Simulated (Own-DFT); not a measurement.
# Computed records: Al3GaN4 (wurtzite random alloy, strained, atoms displaced)

A calculation, not a measurement: plane-wave PBE density functional theory by an unreviewed code, no spin, of a simulated periodic cell, stress positive in tension, free energy of the whole cell less one offset for each atom, forces on such cells passed a denser k mesh, this cell's mesh not checked; offsets are fitted by least squares, one for each functional and potential file, so energies compare only between cells with the same atoms and settings and are not formation energies; the far tail of each file's local potential was reset to the Coulomb form; each entry is a single point on an unrelaxed cell, so the pressure reflects the starting lattice, mostly measured values, from which strain is counted, and rises with the displacements; printed positions are rounded, which can move forces by about a meV/angstrom; the program is a retired in-house code; no spin-orbit coupling. Program: Own-DFT development build.

Common to all runs: functional PBE; potential files PseudoDojo norm-conserving, scalar-relativistic, standard set with the stringent files for Ga; wave cutoff 96 hartree; occupations Gaussian; smearing width 0.01 eV; k mesh 4 x 4 x 3 centred on Gamma.

```yaml
- entry: 1
  formula: Al3GaN4
  kind: "wurtzite random alloy, strained, atoms displaced"
  structure:
    cell_angstrom: [[9.6756, 0.0, 0.0], [-4.8378, 8.3793, 0.0], [0.0, 0.0, 10.0655]]
    atoms_fractional:
      - [Al, 0.11348, 0.21439, 0.99397]
      - [Al, 0.22348, 0.09781, 0.25877]
      - ["N", 0.10276, 0.22145, 0.18886]
      - ["N", 0.20749, 0.09188, 0.44268]
      - [Ga, 0.11094, 0.22643, 0.49691]
      - [Ga, 0.22266, 0.11294, 0.75079]
      - ["N", 0.11516, 0.23031, 0.68981]
      - ["N", 0.2192, 0.10692, 0.93662]
      - [Ga, 0.11571, 0.55613, 0.0036]
      - [Ga, 0.21577, 0.4315, 0.24655]
      - ["N", 0.11379, 0.55221, 0.18796]
      - ["N", 0.2218, 0.43514, 0.44643]
      - [Al, 0.11051, 0.56046, 0.50188]
      - [Al, 0.22654, 0.44535, 0.74596]
      - ["N", 0.12257, 0.55082, 0.69282]
      - ["N", 0.21318, 0.4328, 0.94144]
      - [Al, 0.10954, 0.87991, 0.99598]
      - [Al, 0.212, 0.76354, 0.24955]
      - ["N", 0.10975, 0.88155, 0.19001]
      - ["N", 0.21712, 0.7739, 0.44148]
      - [Al, 0.12515, 0.8924, 0.50429]
      - [Ga, 0.22277, 0.77873, 0.75233]
      - ["N", 0.10464, 0.88204, 0.69156]
      - ["N", 0.22183, 0.78319, 0.93819]
      - [Al, 0.44132, 0.21397, 0.00088]
      - [Al, 0.56278, 0.10707, 0.25161]
      - ["N", 0.43976, 0.22195, 0.18505]
      - ["N", 0.55929, 0.11219, 0.43211]
      - [Al, 0.44392, 0.23006, 0.50462]
      - [Al, 0.55734, 0.1162, 0.74693]
      - ["N", 0.44234, 0.2184, 0.67574]
      - ["N", 0.56446, 0.11637, 0.94432]
      - [Al, 0.44601, 0.55877, 0.01238]
      - [Al, 0.54371, 0.43683, 0.24759]
      - ["N", 0.44233, 0.55276, 0.19014]
      - ["N", 0.5502, 0.44461, 0.44842]
      - [Al, 0.45252, 0.55858, 0.49884]
      - [Al, 0.55826, 0.44536, 0.74627]
      - ["N", 0.43242, 0.54741, 0.69339]
      - ["N", 0.56103, 0.44294, 0.94504]
      - [Al, 0.44472, 0.88319, 0.99869]
      - [Ga, 0.56609, 0.7911, 0.25385]
      - ["N", 0.44609, 0.89439, 0.18868]
      - ["N", 0.54839, 0.77412, 0.44111]
      - [Ga, 0.4469, 0.8962, 0.49841]
      - [Ga, 0.55266, 0.77812, 0.75152]
      - ["N", 0.43826, 0.87734, 0.68951]
      - ["N", 0.55463, 0.77845, 0.93753]
      - [Al, 0.78363, 0.22749, 0.9996]
      - [Al, 0.89043, 0.10816, 0.25674]
      - ["N", 0.79184, 0.23183, 0.18887]
      - ["N", 0.87959, 0.10705, 0.43615]
      - [Al, 0.7841, 0.22807, 0.49815]
      - [Al, 0.88754, 0.1086, 0.74718]
      - ["N", 0.77611, 0.21791, 0.68817]
      - ["N", 0.88936, 0.11551, 0.94642]
      - [Al, 0.78097, 0.55748, 0.00179]
      - [Al, 0.89024, 0.44915, 0.24318]
      - ["N", 0.78326, 0.55918, 0.19126]
      - ["N", 0.88271, 0.44242, 0.44576]
      - [Al, 0.77904, 0.55867, 0.50042]
      - [Al, 0.88332, 0.446, 0.73733]
      - ["N", 0.7778, 0.55602, 0.68444]
      - ["N", 0.88336, 0.44772, 0.95211]
      - [Al, 0.77498, 0.89286, 0.00226]
      - [Al, 0.88553, 0.77653, 0.2407]
      - ["N", 0.77124, 0.88452, 0.19248]
      - ["N", 0.89303, 0.77854, 0.44774]
      - [Ga, 0.77247, 0.88185, 0.50328]
      - [Al, 0.88975, 0.77218, 0.74223]
      - ["N", 0.76895, 0.87715, 0.68645]
      - ["N", 0.87863, 0.77367, 0.9386]
  results:
    "free_energy_of_cell_above_offsets [eV]": "-22.404"
    "pressure [GPa]": -4.66
    "stress_xx [GPa]": 8.91
    "stress_yy [GPa]": 8.0
    "stress_zz [GPa]": -2.93
    "stress_yz [GPa]": 0.72
    "stress_xz [GPa]": 0.62
    "stress_xy [GPa]": 0.8
    force_element: [Al, Al, "N", "N", Ga, Ga, "N", "N", Ga, Ga, "N", "N", Al, Al, "N", "N", Al, Al, "N", "N", Al, Ga, "N", "N", Al, Al, "N", "N", Al, Al, "N", "N", Al, Al, "N", "N", Al, Al, "N", "N", Al, Ga, "N", "N", Ga, Ga, "N", "N", Al, Al, "N", "N", Al, Al, "N", "N", Al, Al, "N", "N", Al, Al, "N", "N", Al, Al, "N", "N", Ga, Al, "N", "N"]
    "force_x [eV/angstrom]": [-1.257, -0.818, 1.531, 1.291, -0.06, -0.309, -0.719, 0.834, -0.485, 0.205, -0.886, -0.419, 0.812, -0.581, -2.802, 1.415, -1.352, 0.63, -0.213, 0.24, -1.872, 0.002, 0.274, 1.149, 0.213, -0.488, 0.351, -0.489, 0.2, 0.216, 0.853, -0.808, 0.126, 0.987, 0.466, 1.028, -1.913, -0.848, 2.53, -0.892, -0.424, -1.79, -0.507, 0.396, -0.014, 0.329, -0.319, 0.023, -0.115, -0.424, -0.874, 0.132, -0.521, 0.213, -0.191, 0.415, -0.895, 0.251, -1.039, 0.747, -0.162, 1.644, -0.201, 0.848, 0.325, 0.494, 2.051, 0.339, 0.355, -1.123, 1.063, 0.831]
    "force_y [eV/angstrom]": [0.703, 0.636, -2.439, 2.651, -2.051, -0.285, -1.422, -0.441, -0.708, 1.108, 0.503, 2.908, -1.127, -0.727, 0.23, 0.971, 0.776, 1.458, 0.053, -0.097, -1.872, -0.878, 0.532, -0.191, 0.956, 1.2, -0.704, 1.183, -1.178, -0.923, 0.429, -0.914, -0.901, 0.634, 0.281, -0.019, -0.441, 0.018, 0.632, -0.211, 1.183, -1.798, -0.8, -0.302, -0.791, -1.143, 2.626, -0.279, 0.183, 0.604, -1.201, 0.421, -1.038, 0.029, 0.462, -0.981, -0.196, -0.588, -0.419, 0.888, 0.035, -0.336, -0.421, -0.223, -0.183, 0.035, 1.395, -0.439, 0.46, 0.389, 1.411, 0.686]
    "force_z [eV/angstrom]": [0.975, -1.567, -0.2, -0.14, 0.372, -1.22, 0.671, 1.559, -1.896, 0.837, 2.01, -0.948, 0.118, 1.384, -0.685, -0.207, 0.293, 0.063, -0.337, -0.548, -0.056, -0.923, -0.196, 1.527, -0.612, -1.765, 1.699, 1.678, -3.618, 0.437, 4.008, -0.948, -3.046, 0.147, 1.379, -1.321, 0.658, 0.832, -0.884, -0.655, -0.037, -0.303, 0.034, 0.598, -0.132, -0.703, 0.295, 2.248, 0.253, -2.018, 0.798, 1.429, -0.451, 0.473, 0.131, -1.288, -0.224, 0.605, 0.448, -0.58, -1.326, 1.605, 0.91, -2.061, -0.781, 1.571, -0.752, -1.242, -1.487, 0.864, 2.128, 0.118]
- entry: 2
  formula: Al3GaN4
  kind: "wurtzite random alloy, strained, atoms displaced"
  structure:
    cell_angstrom: [[9.6756, 0.0, 0.0], [-4.8378, 8.3793, 0.0], [0.0, 0.0, 10.0655]]
    atoms_fractional:
      - [Al, 0.1078, 0.22467, 0.00151]
      - [Al, 0.21707, 0.11198, 0.25074]
      - ["N", 0.11233, 0.22446, 0.19614]
      - ["N", 0.2202, 0.10577, 0.44632]
      - [Al, 0.11256, 0.23078, 0.50653]
      - [Al, 0.22541, 0.10621, 0.76143]
      - ["N", 0.11646, 0.22879, 0.69592]
      - ["N", 0.22392, 0.11426, 0.93121]
      - [Al, 0.10839, 0.55446, 0.99925]
      - [Al, 0.21875, 0.45102, 0.24883]
      - ["N", 0.11308, 0.55404, 0.19241]
      - ["N", 0.22345, 0.44794, 0.43994]
      - [Al, 0.11413, 0.56784, 0.49948]
      - [Al, 0.2236, 0.44253, 0.75404]
      - ["N", 0.11164, 0.56054, 0.70157]
      - ["N", 0.2191, 0.44054, 0.93921]
      - [Al, 0.10439, 0.88244, 0.00388]
      - [Al, 0.22632, 0.78102, 0.24923]
      - ["N", 0.09962, 0.87688, 0.19641]
      - ["N", 0.2191, 0.77072, 0.43847]
      - [Al, 0.11659, 0.88552, 0.5026]
      - [Ga, 0.21706, 0.76625, 0.75431]
      - ["N", 0.10234, 0.8779, 0.68358]
      - ["N", 0.22441, 0.78608, 0.94411]
      - [Al, 0.44227, 0.22313, 0.0059]
      - [Al, 0.56006, 0.11068, 0.23957]
      - ["N", 0.44508, 0.22733, 0.17877]
      - ["N", 0.56206, 0.1121, 0.43855]
      - [Ga, 0.44585, 0.22058, 0.49897]
      - [Ga, 0.55295, 0.11509, 0.74218]
      - ["N", 0.43985, 0.22082, 0.69639]
      - ["N", 0.55216, 0.11817, 0.92937]
      - [Al, 0.44492, 0.54488, 0.00101]
      - [Ga, 0.54722, 0.44544, 0.256]
      - ["N", 0.43694, 0.54879, 0.19485]
      - ["N", 0.54957, 0.44314, 0.44346]
      - [Al, 0.44534, 0.55096, 0.49691]
      - [Ga, 0.5476, 0.43742, 0.74435]
      - ["N", 0.44785, 0.55518, 0.69483]
      - ["N", 0.55144, 0.44523, 0.94388]
      - [Al, 0.44563, 0.88935, 0.99882]
      - [Al, 0.55031, 0.77678, 0.2473]
      - ["N", 0.44432, 0.88799, 0.19353]
      - ["N", 0.55178, 0.769, 0.43369]
      - [Al, 0.44123, 0.89056, 0.50059]
      - [Al, 0.5566, 0.76994, 0.7575]
      - ["N", 0.44082, 0.89155, 0.68616]
      - ["N", 0.5596, 0.7815, 0.94349]
      - [Al, 0.78239, 0.22809, 0.99933]
      - [Ga, 0.88809, 0.10537, 0.24924]
      - ["N", 0.77764, 0.21399, 0.19729]
      - ["N", 0.88909, 0.10804, 0.43597]
      - [Al, 0.78685, 0.22615, 0.49535]
      - [Ga, 0.89274, 0.11485, 0.74302]
      - ["N", 0.77371, 0.22676, 0.69312]
      - ["N", 0.88086, 0.10495, 0.93929]
      - [Ga, 0.77988, 0.56484, 0.001]
      - [Al, 0.89195, 0.44369, 0.25849]
      - ["N", 0.78903, 0.56319, 0.19203]
      - ["N", 0.89413, 0.45015, 0.44563]
      - [Al, 0.77598, 0.55073, 0.50561]
      - [Ga, 0.88398, 0.44566, 0.74573]
      - ["N", 0.7758, 0.5595, 0.70061]
      - ["N", 0.90364, 0.45497, 0.94547]
      - [Al, 0.78277, 0.88682, 0.99963]
      - [Al, 0.8778, 0.76683, 0.24842]
      - ["N", 0.78417, 0.88742, 0.19773]
      - ["N", 0.89058, 0.77639, 0.44657]
      - [Al, 0.77828, 0.89122, 0.49458]
      - [Al, 0.89114, 0.77813, 0.75205]
      - ["N", 0.77113, 0.88525, 0.69616]
      - ["N", 0.88782, 0.77271, 0.93781]
  results:
    "free_energy_of_cell_above_offsets [eV]": "-22.769"
    "pressure [GPa]": -4.96
    "stress_xx [GPa]": 8.81
    "stress_yy [GPa]": 7.74
    "stress_zz [GPa]": -1.67
    "stress_yz [GPa]": -0.13
    "stress_xz [GPa]": 0.0
    "stress_xy [GPa]": 0.28
    force_element: [Al, Al, "N", "N", Al, Al, "N", "N", Al, Al, "N", "N", Al, Al, "N", "N", Al, Al, "N", "N", Al, Ga, "N", "N", Al, Al, "N", "N", Ga, Ga, "N", "N", Al, Ga, "N", "N", Al, Ga, "N", "N", Al, Al, "N", "N", Al, Al, "N", "N", Al, Ga, "N", "N", Al, Ga, "N", "N", Ga, Al, "N", "N", Al, Ga, "N", "N", Al, Al, "N", "N", Al, Al, "N", "N"]
    "force_x [eV/angstrom]": [0.217, 0.539, 0.417, -0.591, 0.691, -0.7, 0.608, -0.658, 1.352, 0.919, -0.81, -0.407, 0.926, -0.281, 1.058, 0.201, 0.416, -0.753, 0.622, 0.262, -1.239, -0.157, 0.163, 0.344, 0.208, -0.876, 0.136, 0.076, -0.281, 0.481, -0.781, 0.846, -1.5, 1.377, -0.651, 1.374, -1.225, 0.667, -1.609, 0.717, -0.123, 0.909, -0.129, -0.161, 0.916, -0.685, 0.981, -0.146, -0.399, 0.501, -0.944, 0.072, -0.725, -0.727, 1.144, 0.691, 0.341, -0.202, -0.432, -0.192, -0.414, 0.558, -0.134, -1.654, -0.78, 1.017, -1.217, -0.345, 0.16, -0.639, 0.732, -0.066]
    "force_y [eV/angstrom]": [-0.631, -0.626, 0.407, 0.408, -0.811, -0.394, -0.359, -0.55, 0.955, -1.084, 0.536, -0.11, -1.748, 0.652, -2.593, 0.588, 0.787, -0.66, 1.39, 1.844, 0.02, 2.848, 1.246, -0.866, 0.107, 0.106, -1.363, -0.166, -0.61, -0.914, -0.476, -0.35, 1.174, -0.209, 1.325, 0.294, 1.022, 0.746, 0.25, -0.698, 0.634, -0.314, 0.35, 0.879, -0.487, 1.084, -1.083, -0.898, -0.339, 0.33, 1.732, 0.84, -0.56, -0.632, -0.164, 0.815, -2.167, 0.28, -2.082, -0.534, 1.286, 0.237, -0.16, -1.72, 0.305, 1.566, -1.381, -0.487, -1.176, 0.201, -0.093, 2.252]
    "force_z [eV/angstrom]": [-0.401, 0.346, -1.053, -0.873, -0.927, -4.221, -0.67, 4.747, 0.407, 0.51, -0.122, 0.663, 0.939, -0.559, -2.27, 1.086, -0.151, -0.182, -0.658, -0.065, -1.139, -0.147, 1.996, 1.294, -3.617, 1.189, 3.643, -0.494, 0.166, 0.251, -1.112, 3.304, 0.2, -1.206, -1.026, 0.95, 0.622, 1.446, -0.927, 0.047, -0.499, 0.027, -0.785, 1.027, -0.691, -1.086, 0.464, 0.841, -0.425, -0.39, -1.224, 2.505, 0.449, 0.81, -1.813, 1.217, -0.096, -1.389, 0.834, 0.145, -0.128, 1.202, -1.588, -0.102, 0.06, 1.864, -1.575, -0.485, 0.691, -1.165, -1.045, 0.367]
- entry: 3
  formula: Al3GaN4
  kind: "wurtzite random alloy, strained, atoms displaced"
  structure:
    cell_angstrom: [[9.6756, 0.0, 0.0], [-4.8378, 8.3793, 0.0], [0.0, 0.0, 10.0655]]
    atoms_fractional:
      - [Al, 0.10601, 0.22403, 0.99628]
      - [Ga, 0.22233, 0.11509, 0.25533]
      - ["N", 0.11109, 0.22342, 0.18983]
      - ["N", 0.21415, 0.10472, 0.44231]
      - [Al, 0.12331, 0.22044, 0.49556]
      - [Al, 0.21445, 0.10636, 0.76195]
      - ["N", 0.10941, 0.2152, 0.69254]
      - ["N", 0.22866, 0.10655, 0.94009]
      - [Al, 0.09802, 0.55376, 0.99794]
      - [Al, 0.22611, 0.44144, 0.249]
      - ["N", 0.11515, 0.5665, 0.18167]
      - ["N", 0.22317, 0.44283, 0.43769]
      - [Al, 0.11731, 0.56671, 0.49427]
      - [Al, 0.22466, 0.44503, 0.75506]
      - ["N", 0.1099, 0.5541, 0.69242]
      - ["N", 0.22308, 0.4373, 0.93868]
      - [Al, 0.11949, 0.89509, 0.99767]
      - [Al, 0.22017, 0.78174, 0.24564]
      - ["N", 0.11491, 0.89078, 0.19352]
      - ["N", 0.21895, 0.78232, 0.43568]
      - [Ga, 0.11765, 0.90027, 0.49776]
      - [Al, 0.21439, 0.77791, 0.7518]
      - ["N", 0.10401, 0.88963, 0.68948]
      - ["N", 0.22798, 0.77837, 0.94697]
      - [Ga, 0.45035, 0.22442, 0.99254]
      - [Ga, 0.55221, 0.10537, 0.23809]
      - ["N", 0.44109, 0.22874, 0.18404]
      - ["N", 0.55462, 0.09697, 0.43765]
      - [Al, 0.43479, 0.2191, 0.49452]
      - [Al, 0.54982, 0.11741, 0.74648]
      - ["N", 0.4449, 0.22218, 0.6969]
      - ["N", 0.55557, 0.11555, 0.94737]
      - [Al, 0.4457, 0.56125, 0.99982]
      - [Al, 0.55762, 0.44353, 0.25003]
      - ["N", 0.44191, 0.54272, 0.18283]
      - ["N", 0.55346, 0.43991, 0.43952]
      - [Ga, 0.44708, 0.55532, 0.49493]
      - [Al, 0.56571, 0.44994, 0.74512]
      - ["N", 0.44804, 0.56191, 0.69647]
      - ["N", 0.55517, 0.4389, 0.94647]
      - [Al, 0.44155, 0.89313, 0.99922]
      - [Ga, 0.5605, 0.78118, 0.25061]
      - ["N", 0.42778, 0.88052, 0.19073]
      - ["N", 0.55066, 0.76823, 0.43855]
      - [Al, 0.44983, 0.89363, 0.50333]
      - [Al, 0.55525, 0.77924, 0.75675]
      - ["N", 0.45749, 0.89208, 0.68388]
      - ["N", 0.56357, 0.78799, 0.93747]
      - [Al, 0.77051, 0.21997, 0.00512]
      - [Al, 0.88469, 0.10572, 0.24687]
      - ["N", 0.78149, 0.22219, 0.19483]
      - ["N", 0.90518, 0.12212, 0.44685]
      - [Al, 0.77896, 0.22724, 0.50632]
      - [Al, 0.8824, 0.1065, 0.74761]
      - ["N", 0.77487, 0.21564, 0.70383]
      - ["N", 0.8804, 0.10842, 0.93607]
      - [Al, 0.78457, 0.559, 0.99974]
      - [Al, 0.87842, 0.44296, 0.25083]
      - ["N", 0.78598, 0.56761, 0.19757]
      - ["N", 0.88082, 0.44155, 0.43678]
      - [Ga, 0.77102, 0.55529, 0.49935]
      - [Al, 0.88695, 0.4531, 0.75055]
      - ["N", 0.76675, 0.54509, 0.68983]
      - ["N", 0.88685, 0.4505, 0.93962]
      - [Al, 0.79222, 0.89714, 0.99306]
      - [Al, 0.89624, 0.78083, 0.25091]
      - ["N", 0.77407, 0.88375, 0.19198]
      - ["N", 0.89782, 0.77403, 0.44231]
      - [Ga, 0.77592, 0.8904, 0.50349]
      - [Ga, 0.88995, 0.77724, 0.75396]
      - ["N", 0.78327, 0.89078, 0.69539]
      - ["N", 0.88733, 0.77999, 0.94406]
  results:
    "free_energy_of_cell_above_offsets [eV]": "-22.384"
    "pressure [GPa]": -4.89
    "stress_xx [GPa]": 8.43
    "stress_yy [GPa]": 7.39
    "stress_zz [GPa]": -1.16
    "stress_yz [GPa]": 0.74
    "stress_xz [GPa]": 0.02
    "stress_xy [GPa]": -0.06
    force_element: [Al, Ga, "N", "N", Al, Al, "N", "N", Al, Al, "N", "N", Al, Al, "N", "N", Al, Al, "N", "N", Ga, Al, "N", "N", Ga, Ga, "N", "N", Al, Al, "N", "N", Al, Al, "N", "N", Ga, Al, "N", "N", Al, Ga, "N", "N", Al, Al, "N", "N", Al, Al, "N", "N", Al, Al, "N", "N", Al, Al, "N", "N", Ga, Al, "N", "N", Al, Al, "N", "N", Ga, Ga, "N", "N"]
    "force_x [eV/angstrom]": [0.728, 0.232, -1.01, 1.487, -2.475, 0.28, 0.064, -1.905, 1.983, -0.865, -0.203, -0.486, -0.367, -0.004, -0.372, -0.924, -0.193, -0.269, -0.832, 1.547, -0.082, 1.183, 1.824, -1.377, -1.275, -0.644, 1.008, -0.683, 1.663, 1.839, -1.227, 1.31, 0.545, -0.147, -0.287, -0.402, -0.631, -2.754, 0.319, 0.322, 1.173, -1.128, 1.789, -0.325, -0.325, 0.428, -1.73, -0.351, 0.757, 0.664, -0.124, -1.415, 0.52, 0.822, -0.939, 0.802, -1.632, 1.414, -0.416, 1.124, 1.151, 1.063, 1.666, 0.098, -2.009, -0.375, 1.473, -1.667, 0.912, -0.644, -1.226, 1.533]
    "force_y [eV/angstrom]": [-0.397, -0.302, -0.243, 2.687, 1.002, 0.692, 0.727, -0.038, 0.367, 0.729, -1.594, -0.074, -1.173, -0.481, 0.549, 0.984, -0.737, -0.97, 0.093, -0.26, -2.941, 0.004, 0.279, -0.121, 0.179, 0.258, -0.145, 2.278, -0.273, -1.111, 0.268, -1.366, -0.563, 0.428, 0.84, -1.055, -0.483, -1.324, -0.672, 2.846, -0.357, -1.219, 0.741, 1.89, -1.545, 0.216, 0.101, -0.518, 0.326, 0.575, 0.256, -0.621, -0.687, 0.7, 1.447, 0.964, -0.078, 0.672, -1.545, -0.024, 0.19, -1.545, 1.345, -0.776, -0.8, 0.25, 1.365, 0.671, 0.116, -0.297, -0.516, -0.184]
    "force_z [eV/angstrom]": [0.201, -2.088, -0.378, 0.052, 1.58, -2.304, 0.096, 0.902, 0.017, -0.906, 1.567, 0.143, 0.277, -1.292, -0.176, 0.742, 1.026, 0.438, -0.956, 0.595, 0.679, -0.455, 1.314, -1.513, 0.807, 1.142, 1.741, 0.559, 0.951, 0.633, -1.342, -1.123, -0.835, -1.057, 1.363, -0.376, 1.18, 1.698, 0.008, -1.494, 0.152, -0.95, -1.015, 0.699, -1.311, -1.453, 1.946, 1.675, -1.076, 1.07, -0.925, -0.947, -0.414, -0.205, -1.433, 1.124, 0.841, -0.265, -1.08, 0.955, -0.542, -0.393, 0.47, 0.221, 0.997, 0.324, -0.805, -0.639, -0.559, -0.885, 0.348, 0.656]
- entry: 4
  formula: Al3GaN4
  kind: "wurtzite random alloy, strained, atoms displaced"
  structure:
    cell_angstrom: [[9.6756, 0.0, 0.0], [-4.8378, 8.3793, 0.0], [0.0, 0.0, 10.0655]]
    atoms_fractional:
      - [Al, 0.11073, 0.22503, 0.00074]
      - [Al, 0.21884, 0.11083, 0.24446]
      - ["N", 0.11489, 0.22563, 0.18662]
      - ["N", 0.22093, 0.10846, 0.44622]
      - [Al, 0.11426, 0.21948, 0.50783]
      - [Al, 0.22057, 0.11019, 0.74733]
      - ["N", 0.10985, 0.2186, 0.67779]
      - ["N", 0.21064, 0.11602, 0.94324]
      - [Ga, 0.11381, 0.55174, 0.003]
      - [Al, 0.2231, 0.44475, 0.24426]
      - ["N", 0.11041, 0.55768, 0.19091]
      - ["N", 0.22913, 0.44593, 0.43919]
      - [Al, 0.11845, 0.55395, 0.49109]
      - [Al, 0.22004, 0.44995, 0.75215]
      - ["N", 0.10236, 0.55581, 0.68654]
      - ["N", 0.2171, 0.44028, 0.93979]
      - [Al, 0.1016, 0.88559, 0.99432]
      - [Al, 0.22483, 0.79164, 0.25042]
      - ["N", 0.11434, 0.88297, 0.17694]
      - ["N", 0.21965, 0.76928, 0.43781]
      - [Al, 0.12611, 0.90027, 0.49686]
      - [Al, 0.21516, 0.78703, 0.74879]
      - ["N", 0.11215, 0.88454, 0.69562]
      - ["N", 0.21548, 0.77164, 0.93803]
      - [Al, 0.44771, 0.22816, 0.99881]
      - [Al, 0.56048, 0.11629, 0.24917]
      - ["N", 0.44928, 0.222, 0.18863]
      - ["N", 0.55014, 0.1103, 0.45096]
      - [Ga, 0.43806, 0.22605, 0.50105]
      - [Al, 0.56557, 0.11833, 0.75107]
      - ["N", 0.44267, 0.21387, 0.70541]
      - ["N", 0.56312, 0.10999, 0.93078]
      - [Al, 0.44947, 0.55575, 0.99239]
      - [Al, 0.56004, 0.45112, 0.24376]
      - ["N", 0.45285, 0.56521, 0.19185]
      - ["N", 0.55241, 0.45424, 0.42711]
      - [Ga, 0.43275, 0.54454, 0.49475]
      - [Ga, 0.56276, 0.4443, 0.74546]
      - ["N", 0.44128, 0.54984, 0.69579]
      - ["N", 0.55367, 0.44451, 0.9397]
      - [Al, 0.44175, 0.87821, 0.00636]
      - [Al, 0.56393, 0.79132, 0.25006]
      - ["N", 0.44869, 0.88561, 0.19251]
      - ["N", 0.5596, 0.7846, 0.43741]
      - [Al, 0.43544, 0.87639, 0.49801]
      - [Al, 0.54635, 0.76258, 0.7543]
      - ["N", 0.44197, 0.88258, 0.69017]
      - ["N", 0.55455, 0.77934, 0.94014]
      - [Al, 0.77466, 0.22019, 0.99668]
      - [Al, 0.89209, 0.11697, 0.24912]
      - ["N", 0.77725, 0.23079, 0.18717]
      - ["N", 0.88916, 0.11051, 0.43698]
      - [Ga, 0.77066, 0.21918, 0.49642]
      - [Al, 0.89479, 0.11688, 0.74086]
      - ["N", 0.77774, 0.2314, 0.69703]
      - ["N", 0.88939, 0.11213, 0.94285]
      - [Ga, 0.76888, 0.55429, 0.99974]
      - [Ga, 0.89321, 0.44766, 0.24855]
      - ["N", 0.77709, 0.54931, 0.19676]
      - ["N", 0.88357, 0.44154, 0.44182]
      - [Al, 0.77843, 0.55821, 0.50428]
      - [Al, 0.88502, 0.43369, 0.74811]
      - ["N", 0.78542, 0.55396, 0.68981]
      - ["N", 0.88885, 0.44964, 0.94093]
      - [Al, 0.78273, 0.88793, 0.99566]
      - [Ga, 0.9029, 0.79633, 0.24617]
      - ["N", 0.77775, 0.8875, 0.19103]
      - ["N", 0.89183, 0.7846, 0.44317]
      - [Al, 0.78301, 0.89136, 0.49312]
      - [Ga, 0.89065, 0.77909, 0.74922]
      - ["N", 0.78567, 0.8897, 0.68635]
      - ["N", 0.88628, 0.78603, 0.94729]
  results:
    "free_energy_of_cell_above_offsets [eV]": "-22.411"
    "pressure [GPa]": -4.94
    "stress_xx [GPa]": 6.61
    "stress_yy [GPa]": 9.28
    "stress_zz [GPa]": -1.06
    "stress_yz [GPa]": 0.01
    "stress_xz [GPa]": -0.1
    "stress_xy [GPa]": 0.61
    force_element: [Al, Al, "N", "N", Al, Al, "N", "N", Ga, Al, "N", "N", Al, Al, "N", "N", Al, Al, "N", "N", Al, Al, "N", "N", Al, Al, "N", "N", Ga, Al, "N", "N", Al, Al, "N", "N", Ga, Ga, "N", "N", Al, Al, "N", "N", Al, Al, "N", "N", Al, Al, "N", "N", Ga, Al, "N", "N", Ga, Ga, "N", "N", Al, Al, "N", "N", Al, Ga, "N", "N", Al, Ga, "N", "N"]
    "force_x [eV/angstrom]": [-0.77, 0.919, -0.262, -0.809, -1.001, -0.18, 0.184, 1.9, -1.452, 0.513, 1.526, -2.593, -1.631, -0.361, 1.311, 1.469, 1.269, 1.417, -0.125, -0.576, -1.074, 3.224, -0.986, 0.206, 0.077, -0.144, -0.938, -0.496, 1.554, -0.502, -0.632, -1.26, -1.019, -0.186, -0.577, 1.699, 1.817, -0.444, -0.44, -0.582, -0.775, 0.497, -1.297, -0.031, 0.954, -0.107, -0.216, 0.807, 0.346, -0.428, 0.837, 0.742, 0.592, -0.665, 1.273, 0.115, 1.639, -0.508, -0.99, 0.593, 0.138, 0.284, -0.524, 0.031, -2.115, -0.515, -0.452, 1.357, -0.862, -0.204, -1.623, 1.064]
    "force_y [eV/angstrom]": [-0.297, 0.416, -0.275, 0.41, 0.372, 0.009, 0.671, -0.737, 0.482, 0.869, 0.708, -2.004, -0.692, -0.283, -0.068, 0.03, 0.534, -1.978, 1.997, 1.444, -2.655, -2.142, 2.271, 1.524, -1.356, -0.197, -0.033, -1.082, 0.605, -2.026, 0.428, -0.291, 0.295, -0.207, -0.641, -0.966, 2.653, -0.284, -0.125, -0.354, 1.068, -1.829, 1.266, -0.04, 1.153, 2.21, 0.161, -0.731, 0.632, -0.121, -1.999, 0.327, 0.442, -0.935, -2.27, 0.131, 0.377, -0.022, 1.44, 1.034, 0.159, 2.89, -0.191, -1.292, 1.278, -2.457, 1.7, -0.105, -0.281, -0.249, 0.391, -1.161]
    "force_z [eV/angstrom]": [-0.626, -0.264, 1.122, -1.665, -4.116, 0.998, 4.124, -0.624, -0.864, 0.195, 1.327, -0.974, 1.155, -0.847, -0.01, -0.137, -0.808, -0.639, 1.726, -0.134, 1.038, 0.498, -1.502, 0.452, -0.635, 0.382, 0.211, -1.772, 0.211, -0.964, -1.312, 2.618, 1.225, -0.216, -1.055, 2.108, 0.747, 0.243, -0.187, 0.29, -1.747, 0.197, 0.156, 0.401, 0.802, -1.296, 0.083, 0.396, -0.167, -0.718, 0.197, 0.329, 0.482, 1.047, -0.915, -0.656, 0.704, 0.297, -0.753, 0.459, -1.708, 0.802, 0.017, -0.548, 0.603, 0.734, -0.716, 0.167, 0.695, -0.006, 0.169, -0.822]
```
